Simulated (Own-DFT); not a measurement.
# A layer strained by its substrate: wurtzite AlGaN with randomly placed atoms, 96 atoms (Al12Ga36N48)

Source: density functional calculations with Own-DFT, an unreviewed in-house program that is no longer used. Nothing was measured or relaxed, and spin and spin-orbit coupling are left out.

All runs used: PBE; PseudoDojo norm-conserving scalar-relativistic files (stringent for Ga); cutoff 96 hartree; 3 x 4 x 3 k mesh centred on Gamma; Gaussian smearing of 0.01 eV.

Caveats: k mesh not checked against a denser one; stress not checked against mesh or cutoff.

Unstrained cell vectors in Å: (12.679, 0.000, 0.000); (-4.755, 8.235, 0.000); (0.000, 0.000, 10.268). The unstrained cell has measured lattice constants (interpolated for alloys), not those of this functional. That, the random moves and any unrelaxed bonds set the pressure at no strain. Each run strains x and y alike by e, as a substrate would, and holds the height along z. Random moves of width 0.05 Å per axis were added to every atom. The random placing of the alloy's atoms differs from row to row. Stress is positive in tension.

```
e (%)  u (Å)  (s_xx + s_yy)/2 (GPa)  s_zz (GPa)
-2.50  0.055                 -23.07      -12.16
-1.75  0.053                 -17.19      -11.07
-1.50  0.048                 -15.30       -9.78
-0.75  0.049                 -11.39       -8.71
 0.25  0.052                  -5.26       -8.07
 0.75  0.050                  -2.13       -8.48
 1.00  0.050                  -2.18       -4.65
 1.75  0.049                   2.23       -6.01
 2.00  0.047                      ?           ?
 2.50  0.045                   5.83       -5.05
```

## Working it out

With e as a fraction, the in-plane stress is -6.7 + 565 e - 2920 e² GPa (errors 11 and 783, scatter 0.52), and s_zz is -8.2 + 142 e GPa (slope ± 22, scatter 1.04). At e = 0 the first slope is C11 + C12 and the second 2 C13, both with the ions held to the strained lattice and at the cell's own pressure. The term in e² is negative: the layer stiffens under compression and softens under tension. A free layer would change its height as e changes, and the in-plane slope would drop by 2 C13²/C33 to the biaxial modulus. At fixed height, a misfit of 1 % moves the in-plane stress by about 5.6 GPa and s_zz by 1.4 GPa.

## Prediction

Question: what are the two stresses at e = 2.00 %?

The fitted form gives 3.4 and -5.3 GPa. The run itself gave 2.50 and -3.37 GPa.
